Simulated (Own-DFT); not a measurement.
# Computed records: Hf$_{36}$O$_{71}$ (tetragonal hafnia with one neutral oxygen vacancy, atoms displaced)

Computed with Own-DFT development build. A calculation, not a measurement: plane-wave PBE and HSE06 DFT by an unreviewed code, no spin, of a simulated cell at Gamma alone, so results move with cell size and shape, stress positive in tension, energies less offsets, not probed for a lower state with spin; hafnium file: forces about 75 meV/angstrom off all-electron values; oxygen file: force components 24 meV/angstrom off all-electron in a glass; k mesh not checked against a denser one; forces and stress are PBE's, HSE06 gives the energy alone, and its difference from PBE has offsets of its own; offsets are fitted by least squares, one for each functional and potential file, so energies compare only between cells with the same atoms and settings and are not formation energies; the far tail of each file's local potential was reset to the Coulomb form; each entry is a single point on an unrelaxed cell, so the pressure reflects the starting lattice, taken from the Materials Project, from which strain is counted, and rises with the displacements; printed positions are rounded, which can move forces by about a meV/angstrom; the program is a retired in-house code; no spin-orbit coupling.

Settings shared by all entries: first functional PBE; second functional HSE06; exact exchange share 0.25; screening 0.11 1/bohr; exchange divergence Gygi-Baldereschi; potential files PseudoDojo norm-conserving, scalar-relativistic, made for PBE, standard set; wave cutoff 48 hartree; occupations fixed; k mesh 1 x 1 x 1 centred on Gamma.

(1) Hf$_{36}$O$_{71}$ (tetragonal hafnia with one neutral oxygen vacancy, atoms displaced)

```cif
# cell vector a (Å): 10.7800 0.0000 0.0000
# cell vector b (Å): 0.0000 10.7800 0.0000
# cell vector c (Å): 0.0000 0.0000 10.4493
data_Hf36O71
_symmetry_space_group_name_H-M 'P 1'
_symmetry_Int_Tables_number 1
_cell_length_a 10.7800
_cell_length_b 10.7800
_cell_length_c 10.4493
_cell_angle_alpha 90.000
_cell_angle_beta 90.000
_cell_angle_gamma 90.000
_cell_volume 1214.30
loop_
_atom_site_label
_atom_site_type_symbol
_atom_site_fract_x
_atom_site_fract_y
_atom_site_fract_z
_atom_site_occupancy
Hf1 Hf 0.00104 0.99999 0.99983 1
Hf2 Hf 0.16870 0.16529 0.24689 1
O1 O 0.00358 0.16696 0.15154 1
O2 O 0.16482 0.99891 0.34975 1
O3 O 0.99712 0.16547 0.40164 1
O4 O 0.16914 0.99916 0.09452 1
Hf3 Hf 0.00011 0.99513 0.49907 1
Hf4 Hf 0.16545 0.16784 0.75162 1
O5 O 0.99605 0.16353 0.65194 1
O6 O 0.16712 0.99567 0.84610 1
O7 O 0.99807 0.17058 0.90751 1
O8 O 0.16758 0.00002 0.59597 1
Hf5 Hf 0.00166 0.32881 0.00771 1
Hf6 Hf 0.16723 0.49776 0.24455 1
O9 O 0.99967 0.49752 0.15009 1
O10 O 0.16650 0.33532 0.34580 1
O11 O 0.00032 0.50128 0.40564 1
O12 O 0.16445 0.33544 0.09943 1
Hf7 Hf 0.99686 0.33553 0.49768 1
Hf8 Hf 0.17063 0.50450 0.74876 1
O13 O 0.99807 0.49981 0.65394 1
O14 O 0.16655 0.33043 0.84450 1
O15 O 0.99826 0.49948 0.89861 1
O16 O 0.16430 0.33460 0.59707 1
Hf9 Hf 0.00008 0.66176 0.99931 1
Hf10 Hf 0.16782 0.82701 0.24993 1
O17 O 0.00031 0.83276 0.15119 1
O18 O 0.16709 0.66559 0.34533 1
O19 O 0.00010 0.83341 0.40497 1
O20 O 0.16877 0.66575 0.09687 1
Hf11 Hf 0.00399 0.66800 0.49777 1
Hf12 Hf 0.16749 0.83218 0.74535 1
O21 O 0.00007 0.83432 0.65377 1
O22 O 0.16968 0.66767 0.84991 1
O23 O 0.99879 0.83317 0.89740 1
O24 O 0.16927 0.66976 0.59830 1
Hf13 Hf 0.33419 0.99918 0.00041 1
Hf14 Hf 0.50204 0.16835 0.25401 1
O25 O 0.33160 0.16456 0.15026 1
O26 O 0.50352 0.00270 0.34469 1
O27 O 0.33248 0.16229 0.39963 1
O28 O 0.50614 0.00276 0.09365 1
Hf15 Hf 0.33377 0.00379 0.50240 1
Hf16 Hf 0.49549 0.16599 0.74828 1
O29 O 0.33243 0.16938 0.65494 1
O30 O 0.49622 0.00425 0.85105 1
O31 O 0.33633 0.16609 0.90557 1
O32 O 0.50070 0.99801 0.60069 1
Hf17 Hf 0.33272 0.33404 0.99744 1
Hf18 Hf 0.49888 0.50181 0.25074 1
O33 O 0.33177 0.50130 0.15095 1
O34 O 0.50821 0.33560 0.34870 1
O35 O 0.33581 0.50246 0.40444 1
O36 O 0.49678 0.33353 0.09554 1
Hf19 Hf 0.33372 0.32886 0.50365 1
Hf20 Hf 0.50081 0.49888 0.75262 1
O37 O 0.33168 0.50473 0.65402 1
O38 O 0.50097 0.33279 0.85220 1
O39 O 0.33792 0.49936 0.90339 1
O40 O 0.49612 0.33433 0.59764 1
Hf21 Hf 0.33348 0.66647 0.99476 1
Hf22 Hf 0.49516 0.83286 0.24968 1
O41 O 0.49988 0.66250 0.34095 1
O42 O 0.33241 0.83419 0.40745 1
O43 O 0.50113 0.66491 0.09604 1
Hf23 Hf 0.33316 0.66449 0.50136 1
Hf24 Hf 0.50025 0.83494 0.75590 1
O44 O 0.33547 0.83458 0.65520 1
O45 O 0.50069 0.66402 0.85105 1
O46 O 0.33217 0.83261 0.90340 1
O47 O 0.49619 0.66532 0.59370 1
Hf25 Hf 0.66763 0.99749 0.00041 1
Hf26 Hf 0.83667 0.16857 0.24845 1
O48 O 0.66586 0.16522 0.15040 1
O49 O 0.83776 0.99595 0.34721 1
O50 O 0.66527 0.16676 0.40229 1
O51 O 0.83106 0.99873 0.09385 1
Hf27 Hf 0.66708 0.00501 0.50371 1
Hf28 Hf 0.83270 0.16645 0.75063 1
O52 O 0.66558 0.16827 0.65669 1
O53 O 0.83411 0.99784 0.85058 1
O54 O 0.66697 0.17204 0.90195 1
O55 O 0.82263 0.99817 0.59830 1
Hf29 Hf 0.67199 0.33374 0.99859 1
Hf30 Hf 0.83628 0.49998 0.25030 1
O56 O 0.66537 0.49788 0.15532 1
O57 O 0.83323 0.32942 0.34731 1
O58 O 0.66727 0.50101 0.40374 1
O59 O 0.83102 0.32997 0.09507 1
Hf31 Hf 0.66750 0.33630 0.49792 1
Hf32 Hf 0.83135 0.50005 0.75061 1
O60 O 0.67039 0.50583 0.65436 1
O61 O 0.82769 0.32601 0.84556 1
O62 O 0.66576 0.50355 0.90371 1
O63 O 0.83616 0.33442 0.59573 1
Hf33 Hf 0.66558 0.66686 0.99787 1
Hf34 Hf 0.83247 0.83370 0.24972 1
O64 O 0.66147 0.83181 0.15711 1
O65 O 0.83432 0.66385 0.34353 1
O66 O 0.67006 0.83597 0.39957 1
O67 O 0.83924 0.66830 0.09526 1
Hf35 Hf 0.66904 0.66749 0.49625 1
Hf36 Hf 0.83261 0.83583 0.75499 1
O68 O 0.66629 0.83841 0.65245 1
O69 O 0.83075 0.66699 0.84949 1
O70 O 0.67036 0.83111 0.90293 1
O71 O 0.83041 0.66828 0.59351 1
```

| Item | Value |
| --- | --- |
| PBE energy of cell above offsets | -100.950 eV |
| HSE06 less PBE above offsets | -0.151 eV |
| PBE pressure | 1.22 GPa |
| PBE stress xx | -0.8 GPa |
| PBE stress yy | -0.73 GPa |
| PBE stress zz | -2.14 GPa |
| PBE stress yz | -0.55 GPa |
| PBE stress xz | -0.19 GPa |
| PBE stress xy | -0.04 GPa |

Force:
```tsv
element	x (eV/Å)	y (eV/Å)	z (eV/Å)
Hf	-0.123	-0.939	-0.35
Hf	0.291	-0.349	0.954
O	-0.521	0.012	-0.112
O	-0.096	-0.144	-0.64
O	0.066	0.161	0.122
O	-0.332	-0.257	0.354
Hf	-0.493	1.146	0.213
Hf	-0.734	-0.588	-0.236
O	0.742	-0.128	0.379
O	-0.101	1.017	-0.052
O	0.305	-0.988	-0.503
O	0.016	0.031	0.172
Hf	-0.346	1.043	-1.293
Hf	0.493	0.101	0.59
O	-0.045	0.038	0.167
O	0.132	-0.498	-0.102
O	-0.204	-0.048	-0.707
O	0.644	-0.051	-0.12
Hf	0.679	-0.688	0.314
Hf	-1.414	-0.767	0.265
O	0.597	0.388	-0.098
O	0.258	0.862	0.4
O	0.073	-0.598	0.742
O	0.421	-0.219	-0.165
Hf	0.065	0.914	-0.641
Hf	0.243	1.089	-0.373
O	0.362	0.268	0.331
O	-0.284	-0.282	0.279
O	0.056	-0.752	-0.441
O	-0.166	0.398	0.115
Hf	-0.968	-0.197	0.806
Hf	-0.219	0.277	0.629
O	-0.222	0.106	-0.512
O	0.057	-0.267	-0.377
O	0.075	-0.271	0.785
O	-0.639	-0.148	0.112
Hf	0.54	0.326	0.148
Hf	0.139	0.05	-1.233
O	0.353	0.132	0.391
O	-0.452	-0.662	0.195
O	0.187	1.255	0.376
O	-1.549	-0.674	0.551
Hf	-0.039	-1.267	-0.257
Hf	1.255	0.349	1.169
O	-0.459	-0.055	-0.705
O	0.325	-0.919	-0.491
O	-0.486	0.221	-0.593
O	-0.51	0.605	-0.062
Hf	0.825	-0.411	0.612
Hf	-0.135	-0.745	-0.842
O	0.079	-0.203	0.106
O	-0.517	-0.35	0.215
O	-0.128	-1.172	-0.006
O	0.304	-0.022	0.171
Hf	-0.862	0.817	-0.875
Hf	0.203	-0.073	-0.158
O	0.504	-0.339	-0.006
O	-0.259	0.244	-1.046
O	-0.448	-0.143	-0.607
O	0.786	0.146	0.209
Hf	0.267	-0.056	0.948
Hf	0.129	0.189	0.066
O	0.028	1.481	0.65
O	0.215	0.014	-0.683
O	-0.71	0.45	-0.081
Hf	0.536	0.32	-0.292
Hf	0.282	0.074	-0.936
O	0.073	0.03	0.204
O	-0.023	0.638	-0.52
O	0.44	0.125	0.453
O	1.041	0.02	0.273
Hf	-0.019	1.212	-0.306
Hf	-0.647	-1.19	0.222
O	0.456	0.257	0.641
O	0.008	1.052	-0.272
O	0.243	0.472	0.126
O	0.778	0.017	0.64
Hf	-0.718	-1.165	-0.726
Hf	-0.428	-0.575	-0.04
O	-0.3	0.196	-0.599
O	0.029	0.845	-0.194
O	-0.034	-1.582	0.258
O	2.337	0.18	0.304
Hf	-1.817	-0.284	-0.055
Hf	-0.925	0.106	-0.203
O	0.875	0.162	-0.02
O	0.032	0.991	-0.089
O	0.301	-0.132	-0.016
O	1.169	0.04	0.821
Hf	-0.192	-0.399	0.275
Hf	0.882	-0.024	0.297
O	-1.154	-0.59	-0.186
O	0.137	1.874	0.165
O	0.181	-0.789	-0.248
O	-0.88	0.026	0.035
Hf	0.522	-0.105	0.845
Hf	-0.472	-0.102	-0.234
O	0.764	-0.054	-0.598
O	0.051	0.327	0.17
O	-0.132	-0.396	0.62
O	-1.177	-0.307	0.268
Hf	-0.444	0.811	0.452
Hf	0.006	-0.588	-0.775
O	-0.638	-0.63	0.661
O	0.151	-0.2	-0.448
O	-0.535	0.467	-0.158
O	0.983	0.02	0.023
```

(2) Hf$_{36}$O$_{71}$ (tetragonal hafnia with one neutral oxygen vacancy, atoms displaced)

```cif
# cell vector a (Å): 10.7800 0.0000 0.0000
# cell vector b (Å): 0.0000 10.7800 0.0000
# cell vector c (Å): 0.0000 0.0000 10.4493
data_Hf36O71
_symmetry_space_group_name_H-M 'P 1'
_symmetry_Int_Tables_number 1
_cell_length_a 10.7800
_cell_length_b 10.7800
_cell_length_c 10.4493
_cell_angle_alpha 90.000
_cell_angle_beta 90.000
_cell_angle_gamma 90.000
_cell_volume 1214.30
loop_
_atom_site_label
_atom_site_type_symbol
_atom_site_fract_x
_atom_site_fract_y
_atom_site_fract_z
_atom_site_occupancy
Hf1 Hf 0.00266 0.00374 0.02300 1
Hf2 Hf 0.16352 0.16570 0.25082 1
O1 O 0.99846 0.16049 0.16255 1
O2 O 0.15803 0.00265 0.34949 1
O3 O 0.99749 0.16714 0.40843 1
O4 O 0.16678 0.01078 0.09037 1
Hf3 Hf 0.99591 0.00196 0.50563 1
Hf4 Hf 0.15853 0.16635 0.75644 1
O5 O 0.99081 0.17506 0.64511 1
O6 O 0.17019 0.00377 0.84187 1
O7 O 0.01089 0.16609 0.90348 1
O8 O 0.17800 0.00848 0.60619 1
Hf5 Hf 0.99421 0.33302 0.99700 1
Hf6 Hf 0.16344 0.48735 0.26845 1
O9 O 0.99098 0.49648 0.14734 1
O10 O 0.17477 0.32147 0.32488 1
O11 O 0.00447 0.50250 0.40656 1
O12 O 0.16648 0.33736 0.09828 1
Hf7 Hf 0.00355 0.34111 0.49371 1
Hf8 Hf 0.16800 0.49150 0.75228 1
O13 O 0.99469 0.49066 0.66211 1
O14 O 0.18105 0.32473 0.84753 1
O15 O 0.98567 0.48711 0.89698 1
O16 O 0.17636 0.33019 0.59750 1
Hf9 Hf 0.97829 0.64925 0.00065 1
Hf10 Hf 0.15736 0.83218 0.24751 1
O17 O 0.01183 0.82819 0.14995 1
O18 O 0.16508 0.68056 0.34533 1
O19 O 0.00295 0.82407 0.40177 1
O20 O 0.16305 0.67259 0.08767 1
Hf11 Hf 0.01545 0.67560 0.49551 1
Hf12 Hf 0.16276 0.82563 0.74039 1
O21 O 0.99091 0.84016 0.65718 1
O22 O 0.17417 0.66506 0.84689 1
O23 O 0.00022 0.83969 0.90565 1
O24 O 0.16579 0.66840 0.59769 1
Hf13 Hf 0.34836 0.00378 0.99835 1
Hf14 Hf 0.49022 0.17323 0.25763 1
O25 O 0.34245 0.15430 0.15883 1
O26 O 0.48555 0.00912 0.35343 1
O27 O 0.33797 0.16817 0.40861 1
O28 O 0.50368 0.99932 0.10070 1
Hf15 Hf 0.33567 0.99645 0.50181 1
Hf16 Hf 0.50581 0.16854 0.74389 1
O29 O 0.31866 0.17209 0.66473 1
O30 O 0.50340 0.00263 0.84127 1
O31 O 0.33492 0.17519 0.91239 1
O32 O 0.49024 0.00070 0.61162 1
Hf17 Hf 0.33709 0.32968 0.99645 1
Hf18 Hf 0.49855 0.48915 0.25999 1
O33 O 0.33622 0.49806 0.15260 1
O34 O 0.49408 0.33811 0.34186 1
O35 O 0.33796 0.50096 0.38946 1
O36 O 0.50231 0.34356 0.10768 1
Hf19 Hf 0.32523 0.33238 0.50311 1
Hf20 Hf 0.49205 0.49198 0.75494 1
O37 O 0.32367 0.49560 0.64566 1
O38 O 0.48973 0.34013 0.84851 1
O39 O 0.49318 0.33886 0.60329 1
Hf21 Hf 0.33246 0.66891 0.00758 1
Hf22 Hf 0.51164 0.83332 0.24694 1
O40 O 0.33643 0.82333 0.14678 1
O41 O 0.51175 0.68494 0.34458 1
O42 O 0.32125 0.84305 0.40944 1
O43 O 0.50392 0.67195 0.09775 1
Hf23 Hf 0.33508 0.66267 0.49659 1
Hf24 Hf 0.50122 0.83284 0.75219 1
O44 O 0.32892 0.82490 0.64481 1
O45 O 0.49225 0.66123 0.85633 1
O46 O 0.33352 0.83250 0.91809 1
O47 O 0.49741 0.66415 0.60097 1
Hf25 Hf 0.66717 0.00169 0.00780 1
Hf26 Hf 0.81893 0.17345 0.25669 1
O48 O 0.66745 0.16534 0.13806 1
O49 O 0.82878 0.00839 0.34385 1
O50 O 0.67238 0.16146 0.41465 1
O51 O 0.82254 0.00157 0.09113 1
Hf27 Hf 0.66596 0.99655 0.49705 1
Hf28 Hf 0.82592 0.16840 0.74706 1
O52 O 0.65924 0.16736 0.64589 1
O53 O 0.84104 0.99352 0.84820 1
O54 O 0.65526 0.16250 0.91044 1
O55 O 0.84040 0.99873 0.58263 1
Hf29 Hf 0.66673 0.33203 0.97381 1
Hf30 Hf 0.83119 0.48870 0.24187 1
O56 O 0.66038 0.49442 0.16167 1
O57 O 0.82723 0.33357 0.34197 1
O58 O 0.66725 0.48532 0.40082 1
O59 O 0.81645 0.32715 0.10396 1
Hf31 Hf 0.66148 0.34128 0.50312 1
Hf32 Hf 0.83685 0.49720 0.75046 1
O60 O 0.67447 0.49471 0.64124 1
O61 O 0.83288 0.32316 0.84679 1
O62 O 0.67076 0.49172 0.89464 1
O63 O 0.82892 0.32762 0.59330 1
Hf33 Hf 0.66560 0.67455 0.00383 1
Hf34 Hf 0.83614 0.83566 0.25397 1
O64 O 0.67086 0.84063 0.14396 1
O65 O 0.82838 0.66654 0.34211 1
O66 O 0.67009 0.82653 0.40992 1
O67 O 0.83578 0.66691 0.09631 1
Hf35 Hf 0.68011 0.66128 0.50713 1
Hf36 Hf 0.81952 0.82698 0.74014 1
O68 O 0.67251 0.83754 0.65158 1
O69 O 0.84433 0.66573 0.83354 1
O70 O 0.66238 0.84471 0.91352 1
O71 O 0.83227 0.67962 0.60061 1
```

| Item | Value |
| --- | --- |
| PBE energy of cell above offsets | -86.915 eV |
| HSE06 less PBE above offsets | 0.640 eV |
| PBE pressure | 6.34 GPa |
| PBE stress xx | -4.58 GPa |
| PBE stress yy | -7.75 GPa |
| PBE stress zz | -6.69 GPa |
| PBE stress yz | 1.29 GPa |
| PBE stress xz | -0.94 GPa |
| PBE stress xy | 0.24 GPa |

Force:
```tsv
element	x (eV/Å)	y (eV/Å)	z (eV/Å)
Hf	-1.11	-1.303	-4.566
Hf	0.327	-5.13	-2.312
O	-1.343	0.55	-0.306
O	-0.249	-0.179	-0.387
O	0.348	1.591	-0.324
O	2.236	-0.172	1.439
Hf	4.236	0.715	-0.84
Hf	-0.575	-2.704	-0.935
O	0.556	-0.359	1.155
O	0.532	-1.321	0.33
O	-1.026	0.814	0.933
O	-2.661	-0.912	-1.307
Hf	0.777	-2.14	1.833
Hf	1.591	3.7	-5.283
O	1.326	-0.205	0.284
O	-0.202	2.913	5.014
O	0.826	0.232	-1.049
O	-0.735	-0.164	-0.752
Hf	-1.84	-3.685	2.975
Hf	0.808	0.907	1.091
O	1.487	-0.081	-1.842
O	-0.809	3.071	0.517
O	0.414	0.762	0.199
O	-4.172	0.945	-0.721
Hf	6.207	3.261	-2.446
Hf	4.596	1.66	-0.345
O	-4.669	1.044	-0.008
O	0.077	-4.08	1.46
O	-1.139	3.126	-0.838
O	-1.184	-0.994	0.677
Hf	-2.064	-0.948	1.039
Hf	-0.35	2.154	2.95
O	1.518	-0.501	-1.511
O	-0.04	-1.577	-1.14
O	0.219	-1.59	1.044
O	0.213	-0.448	-0.17
Hf	-2.209	-0.593	-0.042
Hf	1.876	-1.127	-1.358
O	-2.046	0.635	-0.411
O	1.946	-1.796	-0.069
O	-0.398	0.829	0.005
O	-0.082	-0.394	0.337
Hf	-0.95	0.879	0.662
Hf	-3.391	-1.014	0.679
O	3.715	0.745	-0.605
O	-0.801	-0.329	0.836
O	0.858	-2.74	-0.664
O	1.761	-0.249	-1.039
Hf	-0.363	3.03	1.967
Hf	0.084	3.906	-3.903
O	-1.186	0.533	0.321
O	0.283	-3.054	3.457
O	-1.535	-0.034	1.583
O	-0.195	-1.016	-1.773
Hf	2.824	-0.936	0.095
Hf	-0.426	2.873	-1.298
O	0.901	0.75	0.279
O	0.872	-1.898	0.817
O	0.366	-0.209	-0.537
Hf	-0.83	-0.45	-0.03
Hf	-2.51	1.337	-0.933
O	-0.104	0.715	2.033
O	-1.076	-3.387	1.412
O	0.472	-2.668	-0.85
O	1.202	0.206	0.05
Hf	0.863	2.623	0.465
Hf	-2.006	-0.115	0.176
O	1.283	-0.121	1.367
O	0.899	0.079	-0.986
O	0.818	0.969	-2.272
O	1.005	-0.145	-0.461
Hf	-0.753	1.229	-0.622
Hf	0.012	-1.101	-2.326
O	-1.067	-0.009	2.846
O	0.316	-2.595	0.097
O	-0.422	1.577	-1.549
O	3.426	-0.483	2.344
Hf	-0.601	0.068	0.488
Hf	1.647	-2.698	-0.523
O	1.349	-0.313	0.802
O	-1.404	1.921	-1.799
O	-0.02	0.727	-3.395
O	-4.002	0.092	1.767
Hf	-0.957	-0.917	5.413
Hf	-2.485	1.205	0.102
O	1.714	1.427	-0.997
O	1.149	0.737	1.755
O	-0.217	3.409	-0.454
O	2.199	0.872	-1.599
Hf	0.42	-2.126	1.106
Hf	-1.459	-0.666	-0.485
O	-0.538	0.596	0.913
O	-0.497	0.706	0.452
O	0.219	3.01	-0.759
O	0.716	0.395	-0.307
Hf	-2.081	-0.497	0.031
Hf	-0.112	0.173	-0.446
O	0.881	-1.286	1.661
O	0.031	-0.79	0.217
O	0.574	1.93	-0.79
O	-3.355	0.371	1.332
Hf	-2.494	-0.942	-1.858
Hf	5.549	2.329	4.061
O	-4.622	0.189	-1.371
O	-0.811	-0.558	1.889
O	-0.129	-3.731	-2.467
O	1.774	-1.056	-0.705
```

(3) Hf$_{36}$O$_{71}$ (tetragonal hafnia with one neutral oxygen vacancy, atoms displaced)

```cif
# cell vector a (Å): 10.7800 0.0000 0.0000
# cell vector b (Å): 0.0000 10.7800 0.0000
# cell vector c (Å): 0.0000 0.0000 10.4493
data_Hf36O71
_symmetry_space_group_name_H-M 'P 1'
_symmetry_Int_Tables_number 1
_cell_length_a 10.7800
_cell_length_b 10.7800
_cell_length_c 10.4493
_cell_angle_alpha 90.000
_cell_angle_beta 90.000
_cell_angle_gamma 90.000
_cell_volume 1214.30
loop_
_atom_site_label
_atom_site_type_symbol
_atom_site_fract_x
_atom_site_fract_y
_atom_site_fract_z
_atom_site_occupancy
Hf1 Hf 0.00617 0.99451 0.99752 1
Hf2 Hf 0.16699 0.17039 0.25424 1
O1 O 0.00407 0.16486 0.15495 1
O2 O 0.16513 0.00022 0.34658 1
O3 O 0.99253 0.17242 0.40945 1
O4 O 0.16422 0.99699 0.10535 1
Hf3 Hf 0.99882 0.99882 0.50637 1
Hf4 Hf 0.16273 0.16721 0.74906 1
O5 O 0.00056 0.16201 0.65087 1
O6 O 0.16234 0.99719 0.84742 1
O7 O 0.00049 0.17225 0.90213 1
O8 O 0.16726 0.99409 0.59549 1
Hf5 Hf 0.99614 0.32957 0.99866 1
Hf6 Hf 0.16939 0.49764 0.25509 1
O9 O 0.00164 0.49821 0.14961 1
O10 O 0.16402 0.33081 0.34521 1
O11 O 0.99807 0.50187 0.40776 1
O12 O 0.17291 0.32737 0.09576 1
Hf7 Hf 0.99897 0.33448 0.49971 1
Hf8 Hf 0.16111 0.50192 0.74904 1
O13 O 0.00429 0.49903 0.65579 1
O14 O 0.16321 0.33321 0.85187 1
O15 O 0.99429 0.50416 0.90153 1
O16 O 0.17505 0.32939 0.59740 1
Hf9 Hf 0.99691 0.66404 0.99690 1
Hf10 Hf 0.16058 0.83722 0.24983 1
O17 O 0.99884 0.83819 0.15004 1
O18 O 0.16239 0.66802 0.35079 1
O19 O 0.99709 0.83598 0.39729 1
Hf11 Hf 0.00653 0.66937 0.50332 1
Hf12 Hf 0.16334 0.82764 0.75053 1
O20 O 0.00204 0.83148 0.65761 1
O21 O 0.16323 0.67083 0.83360 1
O22 O 0.99990 0.82945 0.90353 1
O23 O 0.16888 0.66417 0.59925 1
Hf13 Hf 0.33249 0.99471 0.00137 1
Hf14 Hf 0.49763 0.16828 0.24951 1
O24 O 0.32955 0.16760 0.15858 1
O25 O 0.50572 0.00323 0.35747 1
O26 O 0.32415 0.17149 0.40038 1
O27 O 0.50257 0.00410 0.09942 1
Hf15 Hf 0.33399 0.00537 0.49268 1
Hf16 Hf 0.49660 0.16263 0.75165 1
O28 O 0.34763 0.15902 0.65258 1
O29 O 0.49977 0.00052 0.84249 1
O30 O 0.34224 0.16250 0.90912 1
O31 O 0.50436 0.99827 0.59884 1
Hf17 Hf 0.33495 0.33108 0.99659 1
Hf18 Hf 0.49677 0.50120 0.25151 1
O32 O 0.33073 0.49318 0.16081 1
O33 O 0.49681 0.33427 0.35388 1
O34 O 0.34105 0.49756 0.40598 1
O35 O 0.49594 0.33878 0.08633 1
Hf19 Hf 0.33764 0.33367 0.49586 1
Hf20 Hf 0.51121 0.50430 0.75431 1
O36 O 0.33398 0.50219 0.64683 1
O37 O 0.49980 0.32670 0.84588 1
O38 O 0.32905 0.49693 0.90807 1
O39 O 0.49808 0.32994 0.60187 1
Hf21 Hf 0.32657 0.67049 0.00121 1
Hf22 Hf 0.49449 0.82860 0.25598 1
O40 O 0.32784 0.83904 0.15244 1
O41 O 0.49726 0.66724 0.34528 1
O42 O 0.32823 0.83692 0.40401 1
O43 O 0.50022 0.66849 0.09689 1
Hf23 Hf 0.33568 0.67340 0.50114 1
Hf24 Hf 0.50187 0.83314 0.75510 1
O44 O 0.34301 0.83473 0.66088 1
O45 O 0.49254 0.67199 0.85360 1
O46 O 0.32991 0.83315 0.91293 1
O47 O 0.50337 0.66680 0.59293 1
Hf25 Hf 0.66873 0.99273 0.00081 1
Hf26 Hf 0.82904 0.16552 0.25256 1
O48 O 0.67232 0.17219 0.15191 1
O49 O 0.83572 0.99967 0.34408 1
O50 O 0.66021 0.16117 0.39946 1
O51 O 0.83103 0.00363 0.10332 1
Hf27 Hf 0.65944 0.00147 0.50523 1
Hf28 Hf 0.83489 0.16327 0.74419 1
O52 O 0.67116 0.17096 0.64894 1
O53 O 0.82654 0.00398 0.85317 1
O54 O 0.66814 0.15502 0.89355 1
O55 O 0.83313 0.00146 0.59797 1
Hf29 Hf 0.67192 0.33224 0.00674 1
Hf30 Hf 0.83276 0.49680 0.24221 1
O56 O 0.66532 0.48945 0.15819 1
O57 O 0.83103 0.33344 0.34659 1
O58 O 0.66455 0.50446 0.40893 1
O59 O 0.83897 0.33683 0.10272 1
Hf31 Hf 0.67363 0.32513 0.50257 1
Hf32 Hf 0.83036 0.49777 0.74820 1
O60 O 0.66730 0.50280 0.65092 1
O61 O 0.83195 0.33127 0.83845 1
O62 O 0.66301 0.49570 0.90100 1
O63 O 0.82587 0.33841 0.59737 1
Hf33 Hf 0.66301 0.66122 0.00313 1
Hf34 Hf 0.83784 0.82823 0.24743 1
O64 O 0.67067 0.83323 0.14738 1
O65 O 0.83577 0.66831 0.35588 1
O66 O 0.66326 0.83228 0.40443 1
O67 O 0.82892 0.66383 0.09558 1
Hf35 Hf 0.66891 0.66057 0.50947 1
Hf36 Hf 0.84175 0.83427 0.75070 1
O68 O 0.66590 0.82832 0.65709 1
O69 O 0.83766 0.66660 0.83908 1
O70 O 0.66872 0.83520 0.90042 1
O71 O 0.83160 0.66740 0.59682 1
```

| Property | Result |
| --- | --- |
| PBE energy of cell above offsets | -97.567 eV |
| HSE06 less PBE above offsets | 0.001 eV |
| PBE pressure | 2.41 GPa |
| PBE stress xx | -2.23 GPa |
| PBE stress yy | -1.78 GPa |
| PBE stress zz | -3.22 GPa |
| PBE stress yz | -0.13 GPa |
| PBE stress xz | -0.82 GPa |
| PBE stress xy | 0.03 GPa |

Force:
```tsv
element	x (eV/Å)	y (eV/Å)	z (eV/Å)
Hf	-1.098	1.467	1.216
Hf	-0.462	-0.758	-1.279
O	-1.013	0.396	-0.105
O	0.042	0.424	0.624
O	0.318	-1.028	-0.037
O	0.384	-0.009	-1.242
Hf	-0.183	0.586	-1.841
Hf	1.275	0.479	0.142
O	0.403	0.361	0.131
O	-0.134	0.444	0.228
O	0.101	-1.717	-0.44
O	0.266	0.294	0.096
Hf	2.289	0.621	0.56
Hf	-0.81	0.129	-0.404
O	0.539	0.728	0.396
O	-0.364	1.377	0.916
O	0.323	-0.408	-0.147
O	-1.531	0.317	0.165
Hf	0.54	0.452	0.177
Hf	2.78	-1.358	0.029
O	-1.477	-0.214	-0.664
O	-0.022	-0.226	-1.087
O	0.245	-0.896	0.027
O	-1.517	-0.429	0.15
Hf	0.26	-0.413	0.728
Hf	0.141	0.149	0.264
O	0.209	-0.897	-0.646
O	0.363	-0.241	-0.71
O	0.555	-0.306	1.062
Hf	-1.682	-0.27	-1.334
Hf	2.032	2.376	-0.971
O	0.021	0.064	-1.373
O	0.162	-1.718	2.509
O	-0.139	0.353	-0.405
O	0.099	0.738	-0.258
Hf	0.387	1.408	1.052
Hf	0.593	-0.391	-0.067
O	1.05	-0.326	-0.19
O	-1.437	-0.301	-1.208
O	0.518	-1.065	0.013
O	-0.736	-0.082	0.113
Hf	0.343	0.191	1.47
Hf	2.224	1.029	0.478
O	-3.891	-0.304	-0.772
O	-0.493	-1.523	1.175
O	-0.845	-0.262	-0.666
O	-1.118	-0.044	0.089
Hf	-0.834	-0.138	-0.226
Hf	-0.051	-0.685	0.969
O	0.105	1.08	-0.451
O	0.272	-0.463	-1.43
O	-0.77	1.373	-0.727
O	1.589	-0.292	1.603
Hf	1.005	0.825	1.813
Hf	-2.73	-1.486	-0.619
O	0.07	0.318	1.423
O	0.204	1.651	-0.018
O	-0.035	1.569	-0.153
O	0.979	0.396	-0.72
Hf	0.369	-1.315	0.285
Hf	1.823	1.414	-0.483
O	0.585	-1.003	0.535
O	-0.678	-0.118	0.062
O	0.511	-0.167	-0.358
O	-0.778	-0.328	0.505
Hf	0.503	-1.657	0.752
Hf	1.3	0.671	-0.619
O	-2.118	-0.529	-0.7
O	0.572	-1.28	-0.165
O	-0.28	-0.359	-1.071
O	-1.064	-0.167	0.957
Hf	0.428	0.959	-0.008
Hf	1.5	-1.376	-0.074
O	-1.701	0.824	-0.28
O	0.114	-0.208	0.392
O	0.692	1.118	0.051
O	0.899	-0.175	-1.032
Hf	1.032	-1.37	-1.14
Hf	-1.51	-0.488	1.379
O	-0.315	-0.215	-0.409
O	1.655	-1.172	-0.908
O	0.078	1.876	1.476
O	0.235	-0.37	0.528
Hf	-1.286	-2.034	-1.31
Hf	0.684	0.885	2.214
O	-0.141	0.333	-1.045
O	-0.238	0.424	0.372
O	-0.048	-1.438	-0.692
O	-0.747	0.121	-0.647
Hf	-2.998	0.546	-1.111
Hf	0.896	0.494	-0.139
O	0.021	0.012	0.563
O	0.058	0.227	1.209
O	0.297	0.657	0.247
O	2.816	0.099	0.421
Hf	-0.141	1.98	-0.688
Hf	-1.629	1.003	1.406
O	-0.99	-0.483	0.736
O	0.138	-0.647	-1.652
O	-0.27	-0.056	0.143
O	0.626	-0.392	0.095
Hf	0.483	1.763	-1.794
Hf	-2.975	0.26	0.349
O	0.835	0.333	0.183
O	-0.36	-0.184	0.828
O	-0.068	-1.703	0.464
O	1.876	-0.11	0.75
```
